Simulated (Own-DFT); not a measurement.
# How strain changes the stress of wurtzite AlGaN with randomly placed atoms, 72 atoms (Al12Ga24N36)

All numbers below are calculated, not measured. The program, named Own-DFT, is a retired in-house plane-wave density functional code that no person has reviewed. Each row is one single-point run on a periodic cell that was not relaxed, without spin or spin-orbit coupling.

Settings of every run: PBE; PseudoDojo norm-conserving scalar-relativistic files; cutoff 42 hartree; 4 x 4 x 3 k mesh centred on Gamma; Fermi-Dirac smearing of 0.05 eV.

Known limits: forces on such cells passed a denser k mesh, each cell not checked; stress not checked against mesh or cutoff.

Unstrained cell vectors in Å: (9.490, 0.000, 0.000); (-4.745, 8.219, 0.000); (0.000, 0.000, 10.235). The unstrained cell has measured lattice constants (interpolated for alloys), not those of this functional. That, the random moves and any unrelaxed bonds set the pressure at no strain. Each run strains this cell uniformly, with the atoms carried along. Every atom was also moved at random, by a Gaussian of width 0.05 Å on each axis. The random placing of the alloy's atoms differs from row to row. Strain is the symmetric tensor, in per cent. Stress is positive in tension, and the pressure is minus a third of its trace.

| run | e_xx (%) | e_yy (%) | e_zz (%) | s_xx (GPa) | s_yy (GPa) | s_zz (GPa) | P (GPa) | E (meV/atom) |
|---|---|---|---|---|---|---|---|---|
| 1 | 2.00 | 2.00 | 0.00 | 3.72 | 3.09 | -7.24 | 0.14 | 9.7 |
| 2 | 2.25 | 2.25 | 0.00 | 4.25 | 4.25 | -6.08 | -0.81 | 10.5 |
| 3 | 2.00 | 2.00 | 0.00 | 3.19 | 2.69 | -5.07 | -0.27 | 2.1 |
| 4 | -0.75 | -0.75 | 0.00 | -13.06 | -11.12 | -8.97 | 11.05 | 29.9 |
| 5 | -2.75 | -2.75 | 0.00 | -26.52 | -22.54 | -12.91 | 20.66 | 72.0 |
| 6 | 2.25 | 2.25 | 0.00 | 2.90 | 3.24 | -3.55 | -0.86 | 19.4 |
| 7 | 0.50 | 0.50 | 0.00 | -5.38 | -2.63 | -8.02 | 5.34 | 6.4 |
| 8 | 1.00 | 1.00 | 0.00 | -2.69 | -0.68 | -5.96 | 3.11 | 0.0 |
| 9 | -2.50 | -2.50 | 0.00 | ? | ? | ? | ? | ? |

E is the free energy for each atom above the lowest run shown.

## Worked fit

The change of volume is close to e_xx + e_yy + e_zz. A straight line through the runs shown gives P = 8.32 - 213 x (fractional change of volume) GPa, with an error of 8 on the slope and a scatter of 0.73 GPa. The strain isn't the same on all axes and the cell isn't cubic, so the slope belongs to this path and is not the bulk modulus.

## Withheld run

Question: what pressure should run 9 give? Its volume changes by -4.94 %.

The line gives 18.8 GPa. The calculation gave 19.88 GPa.
